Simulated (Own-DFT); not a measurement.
Simulation results for GaP (zincblende, strained, atoms displaced), GaN (wurtzite, strained, atoms displaced)

Computed with Own-DFT development build. A calculation, not a measurement: plane-wave PBE density functional theory by an unreviewed code, no spin, of a simulated periodic cell, stress positive in tension, free energy of the whole cell less one offset for each atom, forces on such cells passed a denser k mesh, this cell's mesh not checked; offsets are fitted by least squares, one for each functional and potential file, so energies compare only between cells with the same atoms and settings and are not formation energies; the far tail of each file's local potential was reset to the Coulomb form; each entry is a single point on an unrelaxed cell, so the pressure reflects the starting lattice, mostly measured values (interpolated for alloys), from which strain is counted, and rises with the displacements; printed positions are rounded, which can move forces by about a meV/angstrom; the program, named Own-DFT, is a retired in-house code; no spin-orbit coupling.

Settings shared by all entries: functional PBE.

(1) 
```xyz
64
Lattice="10.8620 0.0000 0.0000 0.0000 10.8620 0.0000 0.0000 0.0000 10.9361" Properties=species:S:1:pos:R:3:force_x:R:1:force_y:R:1:force_z:R:1 formula=GaP potential_files=PseudoDojo_norm-conserving,scalar-relativistic,standard_set wave_cutoff=42 occupations=Fermi-Dirac smearing_width=0.1 hardware=one_NVIDIA_H100 k_mesh=3_x_3_x_3_centred_on_Gamma free_energy_of_cell_above_offsets=-34.232 pressure=3.37 stress_xx=-3.56 stress_yy=-3.52 stress_zz=-3.04 stress_yz=0.01 stress_xz=-0.53 stress_xy=0.37 wall_time=518.7
Ga    10.7720     0.0616    10.9337       0.55     -0.726      0.097
Ga    10.8136     2.7256     2.7667      0.496     -0.196      0.008
Ga     2.7340     0.0014     2.7412     -0.708      0.347      0.087
Ga     2.7227     2.7267     0.0030     -0.479     -0.246      0.223
P      1.3223     1.3671     1.3688      0.109     -0.027      0.102
P      1.4289     4.0501     4.0905     -1.313      0.175      0.559
P      4.0614     1.3412     4.1075     -0.136      0.512      0.064
P      4.0145     4.0691     1.3702       0.51      0.266     -0.236
Ga    10.8024    10.8607     5.4950      0.465     -0.643     -0.637
Ga     0.0545     2.7161     8.1754     -0.318      -0.31      0.296
Ga     2.6765     0.0244     8.1740      0.385     -0.318      0.697
Ga     2.7216     2.7550     5.4937     -0.415     -1.084     -0.263
P      1.3056     1.2624     6.8017      0.551      1.312       0.18
P      1.3281     4.0879     9.6086       0.82     -0.564     -0.907
P      4.0914     1.3828     9.6277     -0.353       0.32     -1.318
P      3.9866     4.1076     6.7920      0.847      0.277       0.75
Ga    10.8146     5.3835    10.8135      0.395       0.43      1.826
Ga     0.0096     8.1732     2.7531      0.113     -0.466      0.306
Ga     2.6929     5.4063     2.7456      0.201      0.086     -0.168
Ga     2.6876     8.1981     0.0370     -0.007     -0.188      0.558
P      1.3555     6.7563     1.4485     -0.358      0.189      -1.08
P      1.3771     9.5013     4.1111     -0.157      0.043        0.3
P      4.0903     6.7090     4.0669     -0.374      1.106      0.054
P      4.0839     9.6186     1.3901      0.391     -1.016     -0.465
Ga    10.8198     5.4289     5.5630      0.622     -0.077     -1.035
Ga    10.8553     8.1581     8.1979      0.054     -0.075     -0.011
Ga     2.7220     5.4612     8.2489     -0.399     -0.091     -0.146
Ga     2.7141     8.0844     5.4830      0.053      0.092     -0.377
P      1.3246     6.7989     6.8658      0.197     -0.241     -0.002
P      1.3410     9.4552     9.5419     -0.158      1.069      0.473
P      4.0314     6.8101     9.6233      0.214     -0.032      0.179
P      4.0174     9.4891     6.8454       0.81      0.169     -0.253
Ga     5.4555     0.0894    10.9234      0.043     -0.619      0.276
Ga     5.3639     2.7187     2.7133       0.26      0.243      0.403
Ga     8.0560     0.0000     2.7123      0.741     -0.075     -0.222
Ga     8.0392     2.7321    10.8989       0.87      0.313      0.585
P      6.7521     1.4311     1.3489      0.125     -0.379      0.406
P      6.8351     4.0828     4.0436     -0.322     -0.165      0.364
P      9.5158     1.3010     4.1277     -0.893      0.621     -0.256
P      9.5284     4.0839     1.3738      -0.48     -0.226     -0.563
Ga     5.4514     0.0481     5.4229     -0.217     -0.663      0.448
Ga     5.4448     2.8266     8.1901     -0.602     -0.392      0.086
Ga     8.1721    10.8173     8.2237     -0.523      0.778     -0.201
Ga     8.1448     2.7536     5.5414     -0.299     -0.568     -1.125
P      6.7366     1.4177     6.8322      0.501     -0.575      0.405
P      6.8042     4.1360     9.5766     -0.439      -0.25     -0.071
P      9.4400     1.4071     9.5926       0.29      0.017     -0.596
P      9.5026     4.0415     6.8302      0.296      0.064      0.605
Ga     5.4355     5.4383    10.9356     -0.425     -0.021      0.317
Ga     5.4392     8.1781     2.7728     -0.461     -0.578     -0.811
Ga     8.1802     5.4733     2.6757      0.062     -0.711      0.445
Ga     8.2277     8.1476    10.8752     -1.036     -0.356      0.642
P      6.7948     6.7092     1.3993     -0.238      1.499     -0.764
P      6.7741     9.4741     4.0688      0.489      0.218      1.058
P      9.4821     6.7456     4.1016      0.665       0.27      0.115
P      9.5063     9.4126     1.3658      -0.23      1.244      0.149
Ga     5.4002     5.4371     5.4116      0.824     -0.445      0.547
Ga     5.3874     8.1157     8.2426      0.146      0.527      0.041
Ga     8.1682     5.3652     8.2036      0.574      0.529      0.367
Ga     8.2186     8.0981     5.4836     -0.995      0.008      0.374
P      6.7590     6.6957     6.9851      0.021      0.734     -1.499
P      6.8044     9.5369     9.6032     -0.329     -0.484      -0.19
P      9.5634     6.7985     9.5915     -0.718     -0.186     -1.112
P      9.5165     9.5206     6.8549     -0.307     -0.459     -0.087
```

Units: wave_cutoff in hartree; smearing_width, free_energy_of_cell_above_offsets in eV; pressure, stress_xx, stress_yy, stress_zz, stress_yz, stress_xz, stress_xy in GPa; wall_time in s; force_x, force_y, force_z in eV/Å.

(2) 
```xyz
96
Lattice="12.7560 0.0000 0.0000 -4.7835 8.2853 0.0000 0.0000 0.0000 10.6292" Properties=species:S:1:pos:R:3:force_x:R:1:force_y:R:1:force_z:R:1 formula=GaN potential_files=PseudoDojo_norm-conserving,scalar-relativistic,standard_set_with_the_stringent_files_for_Ga wave_cutoff=96 occupations=Gaussian smearing_width=0.01 k_mesh=3_x_4_x_3_centred_on_Gamma free_energy_of_cell_above_offsets=-4.838 pressure=2.64 stress_xx=-4.64 stress_yy=-6.27 stress_zz=2.97 stress_yz=0.48 stress_xz=0.28 stress_xy=-1.49
Ga     0.0116     1.8905    10.5999      0.069     -1.903      1.316
Ga     1.6369     0.9372     2.7589     -1.111       0.71     -0.555
N     -0.0989     1.8503     2.0121      1.883       0.06     -0.445
N      1.6333     0.9571     4.7059     -1.875     -0.774      0.223
Ga    -0.0167     1.9183     5.3546      0.218      -1.71      -0.09
Ga     1.5653     0.9461     8.0096      1.077     -0.382      0.907
N      0.0719     1.8968     7.4105     -0.747     -1.012     -2.116
N      1.6457     0.8954    10.0179     -1.664      0.543      -1.35
Ga    -1.5359     4.6044     0.0233      -0.45      0.254     -0.832
Ga     0.0219     3.6430     2.6564      -0.67      0.259     -0.349
N     -1.6014     4.6603     1.8993       0.34     -0.538      1.861
N      0.0014     3.6589     4.6418     -0.099      0.625     -0.033
Ga    -1.5587     4.5901     5.2579     -0.785      0.284      1.033
Ga     0.0758     3.6355     7.9665     -0.277      1.907      1.303
N     -1.5929     4.4888     7.3893       0.43      1.333     -0.663
N      0.0766     3.6267    10.0190     -1.297      1.616     -1.219
Ga    -3.1676     7.4388     0.0378     -0.504     -1.082      0.775
Ga    -1.5900     6.4550     2.6805      0.043     -0.031     -0.695
N     -3.1202     7.4679     2.0729     -1.262     -1.875     -0.807
N     -1.5896     6.3807     4.5702      0.343      1.084      1.983
Ga    -3.2432     7.3775     5.3790      1.475      0.264      -0.55
Ga    -1.5633     6.3894     7.9837       0.08      0.655      0.222
N     -3.2026     7.4489     7.3325      0.386     -1.719      0.062
N     -1.5837     6.5263    10.0434     -0.168     -1.512     -0.953
Ga     3.1664     1.7972    10.5391      1.385       1.37      1.843
Ga     4.7789     0.8293     2.6786     -0.659      2.673     -0.726
N      3.0874     1.8109     1.9846      2.054      0.792      -0.09
N      4.7358     0.9169     4.5999      1.024      -0.09      1.387
Ga     3.1313     1.7663     5.3892      1.618      1.153      0.287
Ga     4.8360     0.8977     8.0434     -1.233      -0.33      0.002
N      3.1465     1.8808     7.4210      1.126     -1.003     -1.023
N      4.8472     0.8122    10.0436     -0.488      1.961     -1.116
Ga     1.4947     4.6407     0.0572       2.54     -0.878      0.218
Ga     3.2522     3.7881     2.7587     -0.744     -2.251     -2.106
N      1.5903     4.5545     2.0660      0.064      1.049     -0.463
N      3.2020     3.6073     4.6089     -0.779      0.742      1.993
Ga     1.5068     4.6700     5.2871      1.457     -1.351      0.884
Ga     3.2404     3.7229     7.8799     -0.745     -0.411      2.223
N      1.6247     4.6071     7.3854     -0.494      0.826     -1.471
N      3.2235     3.6792    10.0154      -0.79      0.242     -0.922
Ga     0.0078     7.3827     0.0644     -0.017      -1.05      0.528
Ga     1.5852     6.4478     2.6304      1.011     -0.823     -0.202
N      0.0652     7.3573     2.0893     -1.026     -0.595      -1.43
N      1.6352     6.4261     4.5751     -0.772      0.085      0.367
Ga     0.1066     7.3749     5.3016     -1.761      0.004      0.229
Ga     1.7301     6.5084     8.0235     -3.637      -2.14      0.929
N      0.0217     7.3519     7.3166      0.234     -0.205     -0.236
N      1.5593     6.4217    10.0028      0.022      0.352     -0.127
Ga     6.3985     1.8300     0.0050     -0.163      -0.16      0.427
Ga     7.9629     0.9226     2.6124      0.246      0.367     -0.107
N      6.3841     1.8979     1.9608     -0.078     -1.049      0.715
N      7.9855     0.9660     4.6283     -0.478     -1.736     -0.375
Ga     6.4343     1.8043     5.3072     -1.504      0.687     -0.012
Ga     7.9846     0.9071     7.9836      0.726     -0.406      0.396
N      6.3887     1.7452     7.3292      0.125      1.044     -0.721
N      7.9675     0.8685     9.9760      0.401       1.42     -0.354
Ga     4.7959     4.6340    10.6155     -0.569     -0.317     -0.305
Ga     6.4406     3.6857     2.7119     -1.504     -0.427     -0.705
N      4.7738     4.5422     1.9261      1.095      1.244      1.295
N      6.4044     3.6965     4.6327     -0.521     -0.155      1.071
Ga     4.6966     4.6111     5.3290      0.945     -1.364      0.196
Ga     6.4327     3.6005     7.9583     -1.311      0.525      0.607
N      4.7548     4.6133     7.2863      1.761      0.193      -0.18
N      6.3544     3.6153     9.9939      0.763      1.093     -0.868
Ga     3.0699     7.4222     0.0233      1.777     -1.356      0.032
Ga     4.7732     6.4115     2.7277      0.292     -0.028     -1.175
N      3.2091     7.3586     1.9753      -0.42     -0.124      0.543
N      4.7387     6.3750     4.6968      0.494      1.323     -0.431
Ga     3.1335     7.2962     5.2589      1.195      1.258      1.048
Ga     4.7953     6.4738     7.9792      0.143     -0.211     -0.222
N      3.1306     7.3135     7.3348      2.807      1.819     -1.854
N      4.8030     6.4681     9.8885     -0.685     -0.014      1.118
Ga     9.6005     1.9472     0.0049       0.08     -4.614       0.99
Ga    11.1756     0.9438     2.6616     -0.506     -0.807      -0.34
N      9.6071     1.8368     2.0062     -0.884       0.49      -0.06
N     11.1629     0.8898     4.5746     -0.056      0.581      1.942
Ga     9.5259     1.7861     5.2842      1.327      1.391      0.747
Ga    11.2447     0.9594     7.8985     -1.224     -0.052      1.429
N      9.5749     1.8387     7.3495     -0.151      0.376      -0.67
N     11.1969     1.0025     9.9130     -0.294     -0.768      0.257
Ga     7.9559     4.6506     0.0075     -0.456     -0.588      0.421
Ga     9.5845     3.7008     2.6399      0.601     -0.383      0.429
N      7.9818     4.5722     2.0687      0.158      0.279     -1.319
N      9.5439     3.8063     4.6988      0.829     -2.065     -0.981
Ga     7.9792     4.6140     5.2945     -0.598      0.741      0.573
Ga     9.5570     3.7431     8.0872      0.044     -1.634     -0.337
N      7.9570     4.6001     7.3604      0.393     -1.046     -0.902
N      9.5240     3.6091    10.1194      0.362      4.397     -2.233
Ga     6.3722     7.3504     0.0012     -0.748      1.316     -0.066
Ga     7.9859     6.3494     2.6491     -0.049      2.651      0.465
N      6.3015     7.4024     1.9888      1.036     -1.125      0.206
N      7.9848     6.5328     4.6999     -0.801     -1.426      -0.62
Ga     6.3754     7.3551     5.3818     -0.307      0.259      -0.63
Ga     8.0376     6.3376     7.9527     -0.921       2.67      0.775
N      6.3773     7.4212     7.3242      0.528     -0.957     -0.254
N      7.9335     6.4775     9.9629      1.269     -0.494      0.025
```

Units: wave_cutoff in hartree; smearing_width, free_energy_of_cell_above_offsets in eV; pressure, stress_xx, stress_yy, stress_zz, stress_yz, stress_xz, stress_xy in GPa; force_x, force_y, force_z in eV/Å.
